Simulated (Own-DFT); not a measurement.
# Which defects push the lattice out? C11b WSi2

No measurement is shown. These are fixed-geometry runs of a retired plane-wave code named Own-DFT, which no person has reviewed; spin and spin-orbit coupling are neglected.

All runs used: PBE; PseudoDojo norm-conserving scalar-relativistic files; cutoff 50 hartree; 5 x 5 x 5 k mesh centred on Gamma; cold (Marzari-Vanderbilt) smearing of 0.2 eV.

Limits: forces on such cells failed a check on a denser k mesh; stress not checked against mesh or cutoff.

All runs share one cell, with vectors in Å (-2.148, -5.953, 3.409); (-6.444, 2.976, 1.136); (-2.553, -2.948, -6.757) and a volume of 403.2 Å³. The atoms are randomly displaced, by u rms on each axis. The defect's site can differ from row to row.

```
cell,formula,u (Å),P (GPa)
no defect,Si20W10,0.0165,4.22
no defect,Si20W10,0.0492,5.70
no defect,Si20W10,0.0542,6.49
one Si vacancy,Si19W10,0.0306,3.51
one Si vacancy,Si19W10,0.0518,4.12
one Si vacancy,Si19W10,0.0535,5.42
one W on a Si site,Si19W11,0.0283,?
one W on a Si site,Si19W11,0.0286,10.07
one W on a Si site,Si19W11,0.0462,10.92
one W on a Si site,Si19W11,0.0479,10.75
one Si on a W site,Si21W9,0.0292,6.28
one Si on a W site,Si21W9,0.0299,6.30
one Si on a W site,Si21W9,0.0533,7.67
one W vacancy,Si20W9,0.0248,3.42
one W vacancy,Si20W9,0.0336,3.52
one W vacancy,Si20W9,0.0455,4.77
```

## What the rows give

P = P0 + c u² + a shift for each defect gives P0 = 4.06 GPa, c = 753 ± 101 GPa/Å² and a scatter of 0.34 GPa. The shifts, and each times the cell's volume:

- one W on a Si site: 5.21 ± 0.28 GPa, 13.1 eV
- one Si on a W site: 1.54 ± 0.28 GPa, 3.9 eV
- one W vacancy: -1.11 ± 0.28 GPa, -2.8 eV
- one Si vacancy: -1.33 ± 0.28 GPa, -3.4 eV

Against the defect-free cell, a freed cell would be larger where the shift is positive and smaller where it is negative (160.2 GPa Å³ is 1 eV). The atoms around the defects weren't relaxed, which would change these numbers.

## Prediction

The question: what pressure belongs in the blank (one W on a Si site, u = 0.0283 Å)?

The fit gives 9.87 ± 0.40 GPa. Computed: 9.93 GPa.
